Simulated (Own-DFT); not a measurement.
## Calculated data, AlN (wurtzite, atoms displaced)

A calculation, not a measurement: plane-wave PBE density functional theory by an unreviewed code, no spin, of a simulated periodic cell, stress positive in tension, free energy of the whole cell less one offset for each atom, forces on such cells passed a denser k mesh, this cell's mesh not checked; offsets are fitted by least squares, one for each functional and potential file, so energies compare only between cells with the same atoms and settings and are not formation energies; the far tail of each file's local potential was reset to the Coulomb form; each entry is a single point on an unrelaxed cell, so the pressure reflects the starting lattice, mostly measured values (interpolated for alloys), from which strain is counted, and rises with the displacements; printed positions are rounded, which can move forces by about a meV/angstrom; the program, named Own-DFT, is a retired in-house code; no spin-orbit coupling. Program: Own-DFT development build.

Settings shared by all entries: functional PBE; potential files PseudoDojo norm-conserving, scalar-relativistic, standard set; wave cutoff 42 hartree; occupations Fermi-Dirac; smearing width 0.1 eV; hardware one NVIDIA H100; k mesh 2 x 2 x 2 centred on Gamma.

(1) AlN (wurtzite, atoms displaced)

```xyz
128
Lattice="12.4480 0.0000 0.0000 -6.2240 10.7803 0.0000 0.0000 0.0000 9.9640" Properties=species:S:1:pos:R:3 AlN
Al    -0.0410     1.7866     0.0443
Al     1.5213     0.8628     2.4603
N     -0.0062     1.7754     1.8882
N      1.5615     0.8677     4.4099
Al    -0.0058     1.8251     4.9483
Al     1.5388     0.9121     7.4582
N     -0.0078     1.7912     6.8936
N      1.5437     0.9259     9.3661
Al    -1.5501     4.5303     9.9046
Al    -0.0174     3.6456     2.4921
N     -1.5892     4.4921     1.8773
N      0.0069     3.5723     4.4098
Al    -1.5436     4.4810     5.0222
Al    -0.0185     3.5922     7.4695
N     -1.5796     4.4819     6.8887
N      0.0332     3.5808     9.3713
Al    -3.0990     7.2028     0.0123
Al    -1.5464     6.2845     2.4854
N     -3.1441     7.1853     1.9183
N     -1.5602     6.2698     4.4046
Al    -3.0923     7.1886     4.9581
Al    -1.5566     6.2619     7.4759
N     -3.1374     7.2016     6.8984
N     -1.5317     6.2677     9.3766
Al    -4.6687     9.9026     0.0147
Al    -3.1010     8.9591     2.5141
N     -4.6611     9.8974     1.9212
N     -3.0902     8.9548     4.4017
Al    -4.6290     9.9259     5.0189
Al    -3.0848     8.9367     7.4539
N     -4.6346     9.8556     6.8654
N     -3.1393     8.9782     9.3466
Al     3.1164     1.7789     9.9633
Al     4.6941     0.8757     2.4862
N      3.0954     1.8075     1.8960
N      4.6764     0.8846     4.3965
Al     3.1212     1.8015     4.9496
Al     4.6713     0.8531     7.4604
N      3.1340     1.8003     6.8961
N      4.6817     0.8825     9.3503
Al     1.5351     4.4788     0.0008
Al     3.1074     3.6157     2.4630
N      1.5398     4.4965     1.9078
N      3.1049     3.5735     4.4129
Al     1.5687     4.4760     4.9777
Al     3.0919     3.6295     7.4377
N      1.5290     4.4568     6.8903
N      3.1091     3.6135     9.3695
Al    -0.0056     7.2221     9.9506
Al     1.5352     6.3142     2.5091
N     -0.0001     7.1825     1.9217
N      1.5274     6.2877     4.3935
Al    -0.0249     7.1728     4.9811
Al     1.5994     6.2735     7.4636
N     -0.0328     7.1882     6.8836
N      1.5824     6.3368     9.3820
Al    -1.5511     9.8961     9.9626
Al    -0.0194     8.9621     2.5084
N     -1.6011     9.8548     1.9165
N      0.0182     8.9586     4.3980
Al    -1.5372     9.8693     5.0090
Al    -0.0076     8.9508     7.4686
N     -1.5355     9.9252     6.9123
N     -0.0014     9.0025     9.3557
Al     6.2391     1.8029     9.9382
Al     7.7843     0.9031     2.4909
N      6.2334     1.7629     1.9159
N      7.7684     0.8888     4.3859
Al     6.1813     1.8010     4.9532
Al     7.7950     0.8760     7.4800
N      6.1825     1.8428     6.9055
N      7.7533     0.9017     9.3673
Al     4.6696     4.5021     0.0366
Al     6.2240     3.6323     2.4971
N      4.6647     4.4408     1.8574
N      6.1995     3.5871     4.4077
Al     4.6414     4.5021     4.9906
Al     6.2497     3.5731     7.4696
N      4.6749     4.5399     6.8820
N      6.2378     3.5828     9.3581
Al     3.1424     7.1929     0.0063
Al     4.6762     6.2661     2.4992
N      3.1352     7.1958     1.9031
N      4.6499     6.3012     4.4067
Al     3.0860     7.1884     4.9722
Al     4.6438     6.2761     7.4615
N      3.0830     7.1806     6.9105
N      4.6763     6.2590     9.3981
Al     1.6044     9.8827     0.0220
Al     3.0972     8.9817     2.5121
N      1.5782     9.9031     1.8550
N      3.0667     8.9969     4.3457
Al     1.5551     9.8739     4.9591
Al     3.1110     8.9903     7.5058
N      1.5418     9.9017     6.8507
N      3.0959     8.9871     9.3709
Al     9.3135     1.8085     0.0012
Al    10.8813     0.9079     2.4868
N      9.3525     1.8040     1.9633
N     10.8951     0.8670     4.3814
Al     9.3250     1.7837     4.9969
Al    10.8847     0.8982     7.4868
N      9.3313     1.7983     6.8695
N     10.8685     0.8818     9.3959
Al     7.7747     4.4888     9.9463
Al     9.3039     3.5673     2.5184
N      7.7536     4.5069     1.9142
N      9.3593     3.5773     4.3999
Al     7.7756     4.4763     4.9788
Al     9.3499     3.6020     7.4518
N      7.7497     4.4843     6.9063
N      9.2968     3.5329     9.4067
Al     6.2430     7.1868     9.9385
Al     7.7802     6.2660     2.5117
N      6.2166     7.1945     1.8950
N      7.7645     6.2690     4.3931
Al     6.2448     7.1447     4.9922
Al     7.7813     6.3096     7.4628
N      6.2747     7.1636     6.8986
N      7.7884     6.2648     9.3599
Al     4.6383     9.8599     0.0129
Al     6.2050     8.9686     2.4927
N      4.6342     9.8822     1.8812
N      6.2135     9.0095     4.3997
Al     4.6900     9.8733     4.9636
Al     6.2557     9.0093     7.4812
N      4.6535     9.8890     6.8657
N      6.2330     8.9714     9.3894
```

```
free energy of cell above offsets : -61.999 eV
pressure                          : 3.85 GPa
stress xx                         : -3.21 GPa
stress yy                         : -4.65 GPa
stress zz                         : -3.7 GPa
stress yz                         : 0.08 GPa
stress xz                         : 0.21 GPa
stress xy                         : -0.14 GPa
wall time                         : 373.3 s
```

Force:
| element | x (eV/Å) | y (eV/Å) | z (eV/Å) |
| --- | --- | --- | --- |
| Al | 0.535 | 0.074 | -0.968 |
| Al | 0.704 | 0.854 | 0.711 |
| N | -0.211 | 0.773 | 0.808 |
| N | -0.081 | 1.095 | -0.586 |
| Al | 0.041 | -1.377 | 0.611 |
| Al | 0.687 | -0.166 | 0.156 |
| N | -0.315 | 0.237 | -0.476 |
| N | -0.227 | -0.483 | 0.196 |
| Al | -0.253 | -1.647 | 1.02 |
| Al | -0.17 | -0.979 | -0.164 |
| N | 0.167 | 0.116 | 0.105 |
| N | -0.155 | 0.92 | -0.39 |
| Al | -0.22 | -0.075 | -0.83 |
| Al | 0.279 | -0.554 | 0.3 |
| N | 0.506 | 0.204 | 0.279 |
| N | -1.147 | 0.14 | -0.075 |
| Al | -0.472 | -0.313 | -0.206 |
| Al | -0.576 | -0.247 | 0.042 |
| N | 0.698 | -0.217 | -0.114 |
| N | 0.062 | -0.153 | -0.211 |
| Al | -0.615 | -0.394 | 0.552 |
| Al | -0.309 | 0.679 | -0.092 |
| N | 0.971 | -0.989 | -0.69 |
| N | -0.384 | 1.01 | -0.254 |
| Al | 0.002 | -0.056 | -0.199 |
| Al | -0.759 | 0.344 | -0.08 |
| N | -0.15 | -1.013 | -0.31 |
| N | -0.027 | 0.564 | 0.198 |
| Al | -0.572 | -1.239 | -0.734 |
| Al | -0.22 | 1.25 | 0.372 |
| N | -0.106 | 0.584 | 0.69 |
| N | 0.605 | 0.089 | 0.49 |
| Al | 0.062 | 0.568 | -0.384 |
| Al | -0.771 | 0.297 | -0.027 |
| N | 0.258 | -0.38 | 0.314 |
| N | -0.374 | -0.299 | -0.287 |
| Al | -0.153 | -0.581 | 0.725 |
| Al | -0.089 | 1.798 | 0.424 |
| N | -0.465 | 0.055 | -0.514 |
| N | -0.206 | 0.223 | 0.594 |
| Al | 0.764 | 0.635 | -0.101 |
| Al | -0.262 | -0.749 | 0.32 |
| N | 0.072 | 0.439 | 0.101 |
| N | 0.149 | 0.645 | -0.716 |
| Al | -0.329 | 0.138 | 0.102 |
| Al | 0.847 | -0.894 | 0.786 |
| N | -0.004 | 0.908 | -0.478 |
| N | 0.031 | -0.188 | 0.042 |
| Al | 0.578 | -0.291 | 0.132 |
| Al | 0.716 | -0.358 | -0.503 |
| N | -0.281 | 0.199 | -0.492 |
| N | 0.266 | -0.283 | 0.251 |
| Al | 0.233 | 0.103 | 0.236 |
| Al | -1.346 | -0.044 | 0.533 |
| N | 0.528 | -0.634 | -0.062 |
| N | -0.544 | -0.739 | -0.097 |
| Al | -0.3 | -0.261 | -0.117 |
| Al | 0.391 | 0.696 | -0.43 |
| N | 0.946 | 0.141 | -0.308 |
| N | -0.473 | 0.15 | -0.06 |
| Al | -0.036 | 0.148 | -0.216 |
| Al | 0.347 | 0.858 | 0.01 |
| N | -0.221 | -1.913 | -0.766 |
| N | 0.185 | -0.133 | 0.434 |
| Al | -0.59 | -0.104 | 0.376 |
| Al | 0.099 | -0.181 | 0.114 |
| N | -0.033 | 0.873 | -0.374 |
| N | -0.168 | 0.233 | 0.148 |
| Al | 0.803 | -0.156 | 0.833 |
| Al | -0.786 | 0.719 | -0.369 |
| N | 0.776 | -1.356 | -0.739 |
| N | 0.836 | -0.36 | 0.126 |
| Al | 0.032 | -0.718 | -1.518 |
| Al | -0.177 | -1.232 | -0.008 |
| N | 0.067 | 0.979 | 1.44 |
| N | 0.076 | 0.471 | -0.421 |
| Al | 0.348 | -0.117 | 0.203 |
| Al | -0.959 | 0.681 | 0.261 |
| N | -0.242 | -0.918 | -0.19 |
| N | -0.366 | 0.321 | 0.485 |
| Al | -0.175 | -0.191 | 0.094 |
| Al | -0.078 | 0.272 | -0.316 |
| N | -0.452 | -0.353 | 0.273 |
| N | 0.076 | -0.278 | -0.223 |
| Al | 0.08 | 0.408 | 0.153 |
| Al | 0.819 | 0.577 | 0.543 |
| N | 0.723 | 0.506 | -0.774 |
| N | 0.075 | 0.764 | -0.472 |
| Al | -1.172 | 0.272 | -0.745 |
| Al | 0.179 | 0.131 | -0.856 |
| N | -0.667 | -0.557 | 1.194 |
| N | 0.833 | -0.478 | 1.079 |
| Al | -0.114 | 0.404 | 0.323 |
| Al | -0.252 | 0.136 | -0.829 |
| N | 0.216 | -0.761 | 0.466 |
| N | 0.493 | -0.286 | 0.022 |
| Al | 0.082 | -0.914 | 0.621 |
| Al | 0.213 | -0.52 | 0.187 |
| N | -0.599 | -0.114 | -1.086 |
| N | -0.068 | 0.706 | 0.145 |
| Al | 0.185 | -0.347 | -0.5 |
| Al | 0.002 | -0.047 | -0.153 |
| N | 0.148 | 0.021 | 0.421 |
| N | -0.078 | 0.108 | -0.189 |
| Al | -0.126 | -0.101 | 0.237 |
| Al | 0.415 | 0.694 | -0.411 |
| N | 0.425 | -0.397 | -0.203 |
| N | -0.343 | 0.28 | 0.362 |
| Al | 0.011 | -0.151 | 0.407 |
| Al | -1.166 | -0.591 | 0.626 |
| N | 1.075 | 0.357 | -0.605 |
| N | 0.934 | 1.576 | -0.929 |
| Al | -0.119 | -0.35 | 0.315 |
| Al | -0.387 | 0.549 | -0.38 |
| N | 0.216 | -0.526 | 0.115 |
| N | 0.636 | -0.029 | 0.089 |
| Al | -0.428 | 1.123 | 0.116 |
| Al | 0.152 | -0.871 | 0.403 |
| N | -1.414 | 0.766 | -0.201 |
| N | 0.38 | 0.427 | 0.278 |
| Al | 0.578 | 0.209 | -0.181 |
| Al | 0.094 | 0.462 | 0.048 |
| N | 0.386 | -0.059 | 0.488 |
| N | 0.795 | -0.899 | -0.015 |
| Al | -0.717 | 0.034 | 0.171 |
| Al | -0.409 | -0.522 | -0.28 |
| N | 0.292 | -0.33 | 0.43 |
| N | -0.267 | 0.47 | -0.221 |

(2) AlN (wurtzite, atoms displaced)

```xyz
128
Lattice="12.4480 0.0000 0.0000 -6.2240 10.7803 0.0000 0.0000 0.0000 9.9640" Properties=species:S:1:pos:R:3 AlN
Al     0.0125     1.7897     0.0042
Al     1.5458     0.8854     2.4627
N     -0.0091     1.8038     1.9036
N      1.5705     0.9448     4.3917
Al     0.0042     1.8112     4.9930
Al     1.5267     0.8998     7.5025
N      0.0205     1.8117     6.8948
N      1.5422     0.9185     9.3572
Al    -1.5212     4.5005     0.0255
Al     0.0105     3.6090     2.4742
N     -1.5624     4.4474     1.9068
N     -0.0094     3.6061     4.3721
Al    -1.5659     4.4865     4.9831
Al     0.0358     3.5784     7.4894
N     -1.5527     4.5057     6.8790
N     -0.0009     3.5916     9.3591
Al    -3.0822     7.1797     9.9636
Al    -1.5812     6.2647     2.5016
N     -3.0993     7.1802     1.9042
N     -1.5633     6.3186     4.3861
Al    -3.1142     7.1704     4.9753
Al    -1.5652     6.2834     7.4465
N     -3.1061     7.1826     6.8869
N     -1.5749     6.2607     9.3589
Al    -4.6644     9.8623     0.0032
Al    -3.1057     8.9838     2.5308
N     -4.6882     9.8971     1.8666
N     -3.1013     8.9846     4.3847
Al    -4.6836     9.8988     4.9923
Al    -3.1160     8.9833     7.4796
N     -4.6555     9.8973     6.8922
N     -3.1320     8.9866     9.4080
Al     3.1084     1.7999     9.9609
Al     4.6930     0.8916     2.5313
N      3.1185     1.8023     1.8951
N      4.6529     0.8744     4.4293
Al     3.1097     1.8002     4.9784
Al     4.6751     0.8687     7.4709
N      3.1164     1.8046     6.9165
N      4.6913     0.8906     9.3757
Al     1.5614     4.4896     0.0138
Al     3.1390     3.5952     2.4557
N      1.5212     4.4958     1.8825
N      3.0756     3.6067     4.4076
Al     1.5623     4.5067     4.9617
Al     3.1326     3.5837     7.5095
N      1.5610     4.4833     6.8601
N      3.1000     3.5797     9.3872
Al    -0.0172     7.1814     0.0241
Al     1.5515     6.2975     2.4826
N     -0.0199     7.2610     1.9051
N      1.5176     6.2912     4.3757
Al     0.0062     7.1733     4.9939
Al     1.5223     6.2698     7.4828
N     -0.0117     7.1791     6.9229
N      1.5601     6.2756     9.3676
Al    -1.5654     9.8691     0.0314
Al    -0.0115     8.9852     2.4948
N     -1.5573     9.8691     1.9036
N     -0.0155     8.9956     4.3608
Al    -1.5894     9.9121     4.9913
Al     0.0176     9.0033     7.4258
N     -1.5234     9.8875     6.8470
N      0.0394     8.9496     9.3811
Al     6.1940     1.7940     9.9546
Al     7.7839     0.8795     2.4860
N      6.2383     1.7903     1.8893
N      7.7867     0.9049     4.4227
Al     6.2743     1.8105     4.9753
Al     7.7755     0.8561     7.4392
N      6.2193     1.7961     6.8588
N      7.8026     0.8887     9.3572
Al     4.6635     4.4768     0.0353
Al     6.2273     3.6165     2.4930
N      4.6641     4.5002     1.8543
N      6.2414     3.5842     4.4157
Al     4.7002     4.4832     5.0132
Al     6.2096     3.5929     7.4832
N      4.6531     4.4956     6.8838
N      6.2330     3.6048     9.3434
Al     3.0931     7.2227     9.9599
Al     4.6916     6.2865     2.4866
N      3.0950     7.1638     1.9326
N      4.6431     6.3026     4.3698
Al     3.1075     7.2227     4.9376
Al     4.6557     6.2881     7.4627
N      3.1123     7.2001     6.8810
N      4.6816     6.3010     9.3498
Al     1.5400     9.8779     0.0072
Al     3.1308     8.9934     2.5121
N      1.5691     9.8683     1.8735
N      3.1242     9.0135     4.3770
Al     1.5563     9.8983     4.9534
Al     3.1493     8.9906     7.5021
N      1.5553     9.8505     6.9009
N      3.0996     8.9656     9.3716
Al     9.3702     1.7875     0.0044
Al    10.8895     0.8858     2.4978
N      9.3484     1.7588     1.8784
N     10.8680     0.9210     4.3729
Al     9.3248     1.8330     4.9848
Al    10.9136     0.9122     7.4859
N      9.3163     1.7528     6.8396
N     10.8756     0.9311     9.4114
Al     7.8135     4.4944     9.9455
Al     9.3431     3.5740     2.5116
N      7.7863     4.5202     1.9077
N      9.3014     3.6147     4.3793
Al     7.7637     4.4787     4.9745
Al     9.3166     3.5918     7.4710
N      7.8070     4.4929     6.8668
N      9.3304     3.6211     9.3775
Al     6.2498     7.1383     0.0225
Al     7.7910     6.2796     2.4753
N      6.2334     7.1755     1.8858
N      7.7901     6.2824     4.4066
Al     6.2316     7.1748     5.0071
Al     7.7789     6.2664     7.4524
N      6.2477     7.1838     6.9079
N      7.7637     6.3177     9.3655
Al     4.6667     9.9038     0.0173
Al     6.2018     8.9795     2.5002
N      4.6603     9.8645     1.9103
N      6.2346     8.9686     4.3882
Al     4.6686     9.8635     5.0075
Al     6.2382     8.9897     7.4705
N      4.6776     9.8663     6.8741
N      6.2269     8.9744     9.3614
```

```
free energy of cell above offsets : -62.362 eV
pressure                          : 3.79 GPa
stress xx                         : -3.48 GPa
stress yy                         : -3.27 GPa
stress zz                         : -4.61 GPa
stress yz                         : -0.15 GPa
stress xz                         : 0.21 GPa
stress xy                         : 0.25 GPa
wall time                         : 373.6 s
```

Force:
| element | x (eV/Å) | y (eV/Å) | z (eV/Å) |
| --- | --- | --- | --- |
| Al | -0.247 | 0.395 | 0.207 |
| Al | 0.134 | 0.528 | 0.411 |
| N | 0.139 | -0.169 | -0.131 |
| N | -0.486 | -0.935 | -0.176 |
| Al | -0.206 | 0.109 | -0.453 |
| Al | 0.913 | 0.169 | -0.557 |
| N | -0.526 | -0.363 | -0.163 |
| N | 0.264 | -0.569 | 0.661 |
| Al | -0.643 | -0.364 | -0.575 |
| Al | -0.243 | -0.615 | 0.432 |
| N | 0.073 | 0.762 | 0.073 |
| N | -0.006 | -0.035 | 0.241 |
| Al | 0.157 | 0.329 | -0.069 |
| Al | -0.524 | 0.722 | -0.446 |
| N | 0.002 | -0.764 | -0.025 |
| N | 0.248 | -0.092 | 0.495 |
| Al | -0.649 | -0.004 | -0.025 |
| Al | 0.647 | 0.377 | -0.164 |
| N | -0.277 | 0.155 | 0.007 |
| N | 0.094 | -0.749 | 0.188 |
| Al | 0.046 | 0.462 | 0.24 |
| Al | 0.077 | -0.021 | 0.465 |
| N | -0.252 | 0.246 | -0.149 |
| N | 0.488 | 0.38 | 0.271 |
| Al | -0.52 | 0.39 | -0.309 |
| Al | -0.276 | 0.001 | -0.891 |
| N | 0.235 | -0.546 | 0.889 |
| N | -0.657 | 0.048 | 0.59 |
| Al | 0.438 | 0.095 | -0.263 |
| Al | 0.401 | -0.045 | 0.047 |
| N | -0.163 | -0.086 | -0.139 |
| N | 0.671 | -0.123 | -0.659 |
| Al | 0.183 | -0.415 | -0.085 |
| Al | -0.43 | -0.03 | -0.475 |
| N | 0.184 | -0.275 | 0.111 |
| N | 0.546 | 1.107 | -0.563 |
| Al | 0.088 | 0.423 | 0.551 |
| Al | -0.048 | 0.608 | -0.095 |
| N | -0.11 | -0.418 | -0.282 |
| N | -0.722 | -0.264 | -0.073 |
| Al | -0.199 | 0.122 | -0.466 |
| Al | -0.85 | 0.057 | 0.711 |
| N | 0.838 | 0.146 | 0.293 |
| N | 1.295 | -0.128 | -0.735 |
| Al | -0.453 | -0.086 | 0.289 |
| Al | -0.521 | 0.181 | -0.623 |
| N | 0.181 | 0.004 | 0.412 |
| N | 0.322 | 0.264 | 0.232 |
| Al | 0.235 | -0.09 | -0.543 |
| Al | -0.612 | 0.064 | -0.03 |
| N | -0.02 | -1.933 | -0.032 |
| N | 0.705 | 0.194 | 0.087 |
| Al | -0.393 | 0.61 | 0.005 |
| Al | 0.727 | 0.241 | -0.212 |
| N | 0.032 | 0.21 | -0.846 |
| N | -0.233 | 0.065 | 0.445 |
| Al | 0.57 | -0.074 | -0.508 |
| Al | 0.284 | 0.533 | -0.101 |
| N | -0.164 | 0.492 | 0.333 |
| N | 0.189 | 0.004 | 0.888 |
| Al | 0.682 | -0.922 | -0.355 |
| Al | -0.265 | -0.782 | 1.04 |
| N | -0.754 | -0.332 | 0.781 |
| N | -1.109 | 0.566 | -0.415 |
| Al | 1.163 | 0.079 | -0.184 |
| Al | 0.177 | 0.046 | -0.097 |
| N | -0.207 | 0.354 | 0.492 |
| N | 0.121 | 0.026 | -0.892 |
| Al | -1.114 | -0.539 | 0.322 |
| Al | -0.112 | 0.493 | 0.53 |
| N | 0.143 | -0.01 | 0.38 |
| N | -0.359 | 0.231 | 0.076 |
| Al | 0.176 | 0.593 | -1.631 |
| Al | 0.154 | -0.383 | -0.209 |
| N | 0.378 | -0.134 | 1.332 |
| N | -0.484 | 0.228 | -0.712 |
| Al | -1.072 | 0.226 | -0.48 |
| Al | 0.344 | -0.058 | -0.467 |
| N | 0.438 | -0.074 | 0.156 |
| N | -0.167 | -0.159 | 0.813 |
| Al | 0.433 | -1.005 | 0.164 |
| Al | -0.502 | 0.142 | -0.169 |
| N | 0.582 | 0.53 | -0.43 |
| N | 0.739 | -0.411 | 0.423 |
| Al | -0.4 | -0.537 | 0.69 |
| Al | 0.094 | 0.263 | 0.195 |
| N | -0.233 | -0.138 | -0.361 |
| N | -0.464 | -0.403 | 0.688 |
| Al | 0.332 | 0.116 | -0.445 |
| Al | -0.562 | -0.389 | -0.621 |
| N | -0.133 | 0.14 | 0.856 |
| N | -0.208 | -0.117 | 0.289 |
| Al | -0.226 | -0.48 | 0.557 |
| Al | -0.702 | -0.419 | -0.384 |
| N | 0.65 | 0.275 | -0.884 |
| N | 0.436 | 0.929 | 0.332 |
| Al | -1.284 | 0.639 | -0.154 |
| Al | 0.175 | 0.164 | -0.118 |
| N | -0.296 | 0.565 | 0.626 |
| N | 0.473 | -0.391 | 0.655 |
| Al | 0.327 | -0.49 | -0.33 |
| Al | -0.51 | -0.165 | -0.199 |
| N | 0.567 | 0.713 | 0.904 |
| N | 0.888 | -0.723 | -0.858 |
| Al | -0.674 | 0.332 | 0.218 |
| Al | -0.339 | -0.19 | -0.661 |
| N | 0.014 | -0.8 | -0.207 |
| N | 0.483 | -0.252 | 0.236 |
| Al | 0.407 | 0.588 | 0.221 |
| Al | 0.624 | -0.333 | 0.046 |
| N | -0.799 | -0.275 | 0.085 |
| N | 0.677 | -0.66 | -0.089 |
| Al | -0.762 | 0.984 | -0.755 |
| Al | 0.018 | 0.479 | 0.419 |
| N | 0.018 | 0.15 | 0.572 |
| N | -0.398 | -0.075 | -0.356 |
| Al | -0.114 | 0.018 | -0.215 |
| Al | 0.254 | 0.403 | 0.438 |
| N | -0.441 | 0.004 | -0.58 |
| N | 0.966 | -0.766 | -0.035 |
| Al | 0.044 | -0.648 | -0.325 |
| Al | 0.521 | -0.11 | -0.358 |
| N | 0.225 | 0.272 | -0.086 |
| N | -0.195 | 0.211 | 0.275 |
| Al | 0.13 | 0.711 | -0.587 |
| Al | -0.007 | -0.346 | 0.292 |
| N | 0.261 | 0.584 | 0.443 |
| N | -0.202 | 0.166 | 0.389 |
